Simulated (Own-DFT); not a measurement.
# Point defects and the pressure they add: C11b WSi2

Source: density functional calculations with Own-DFT, an unreviewed in-house program that is no longer used. Nothing was measured or relaxed, and spin and spin-orbit coupling are left out.

Common settings: PBE; PseudoDojo norm-conserving scalar-relativistic files; cutoff 50 hartree; 5 x 5 x 5 k mesh centred on Gamma; cold (Marzari-Vanderbilt) smearing of 0.2 eV.

Limits: forces on such cells failed a check on a denser k mesh; stress not checked against mesh or cutoff.

All runs share one cell, with vectors in Å (-2.148, -5.953, 3.409); (-6.444, 2.976, 1.136); (-2.553, -2.948, -6.757) and a volume of 403.2 Å³. The atoms are randomly displaced, by u rms on each axis. The defect's site can differ from row to row.

```
              cell  formula   u (Å)  P (GPa)
         no defect  Si20W10  0.0183     4.37
         no defect  Si20W10  0.0205     4.39
         no defect  Si20W10  0.0488     5.94
one Si on a W site   Si21W9  0.0274     6.53
one Si on a W site   Si21W9  0.0320     6.32
one Si on a W site   Si21W9  0.0518     7.07
one W on a Si site  Si19W11  0.0284     9.62
one W on a Si site  Si19W11  0.0295     9.96
one W on a Si site  Si19W11  0.0494    11.06
    one Si vacancy  Si19W10  0.0304     3.77
    one Si vacancy  Si19W10  0.0329     3.61
    one Si vacancy  Si19W10  0.0507        ?
    one Si vacancy  Si19W10  0.0528     4.37
```

## Worked fit

P = P0 + c u² + a shift for each defect gives P0 = 4.30 GPa, c = 574 ± 92 GPa/Å² and a scatter of 0.27 GPa. The shifts, and each times the cell's volume:

- one W on a Si site: 5.12 ± 0.22 GPa, 12.9 eV
- one Si on a W site: 1.49 ± 0.23 GPa, 3.7 eV
- one Si vacancy: -1.30 ± 0.23 GPa, -3.3 eV

Against the defect-free cell, a freed cell would be larger where the shift is positive and smaller where it is negative (160.2 GPa Å³ is 1 eV). The atoms around the defects weren't relaxed, which would change these numbers.

## Prediction

Q: what pressure belongs in the blank (one Si vacancy, u = 0.0507 Å)?

Estimate: 4.47 ± 0.33 GPa. The run itself gave 4.01 GPa.
